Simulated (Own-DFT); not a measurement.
# Stretching a layer in its plane: diamond-structure SiGeSn with randomly placed atoms, 64 atoms (Ge44Si16Sn4)

The numbers are computed, not measured, by runs of the plane-wave DFT program Own-DFT (in-house, retired, unreviewed) at fixed positions, with no spin and no spin-orbit coupling.

Method: PBE; PseudoDojo norm-conserving scalar-relativistic files; cutoff 49 hartree; 3 x 3 x 3 k mesh centred on Gamma; Fermi-Dirac smearing of 0.1 eV.

Known weak points: forces on such cells moved up to 12 meV/angstrom on a denser k mesh; stress not checked against mesh or cutoff.

Unstrained cell vectors in Å: (11.306, 0.000, 0.000); (0.000, 11.306, 0.000); (0.000, 0.000, 11.306). The unstrained cell has measured lattice constants (interpolated for alloys), not those of this functional. That, the random moves and any unrelaxed bonds set the pressure at no strain. Each run strains x and y alike by e, as a substrate would, and holds the height along z. Random moves of width 0.05 Å per axis were added to every atom. The random placing of the alloy's atoms differs from row to row. Stress is positive in tension.

| e (%) | u (Å) | (s_xx + s_yy)/2 (GPa) | s_zz (GPa) |
|---|---|---|---|
| -2.25 | 0.053 | -9.11 | -7.51 |
| -2.00 | 0.048 | -8.38 | -6.79 |
| -1.75 | 0.049 | -7.80 | -6.71 |
| -1.00 | 0.052 | -6.27 | -5.46 |
| -0.75 | 0.050 | -5.55 | -4.96 |
| -0.50 | 0.052 | -5.27 | -5.08 |
| -0.25 | 0.049 | -4.81 | -4.77 |
| 1.50 | 0.048 | -1.59 | -2.54 |
| 1.75 | 0.052 | ? | ? |
| 3.00 | 0.050 | 0.52 | -1.38 |

## Worked fit

With e as a fraction, the in-plane stress is -4.2 + 190 e - 1037 e² GPa (errors 2 and 128, scatter 0.10), and s_zz is -4.3 + 121 e - 790 e² GPa (slope ± 4, scatter 0.19). At e = 0 the first slope is C11 + C12 and the second 2 C12, both with the ions held to the strained lattice and at the cell's own pressure. The term in e² is negative: the layer stiffens under compression and softens under tension. A free layer would change its height as e changes, and the in-plane slope would drop by 2 C12²/C11 to the biaxial modulus. At fixed height, a misfit of 1 % moves the in-plane stress by about 1.9 GPa and s_zz by 1.2 GPa.

## The run left out

The question: what are the two stresses at e = 1.75 %?

The fitted form gives -1.2 and -2.4 GPa. DFT gave -1.27 and -2.31 GPa.
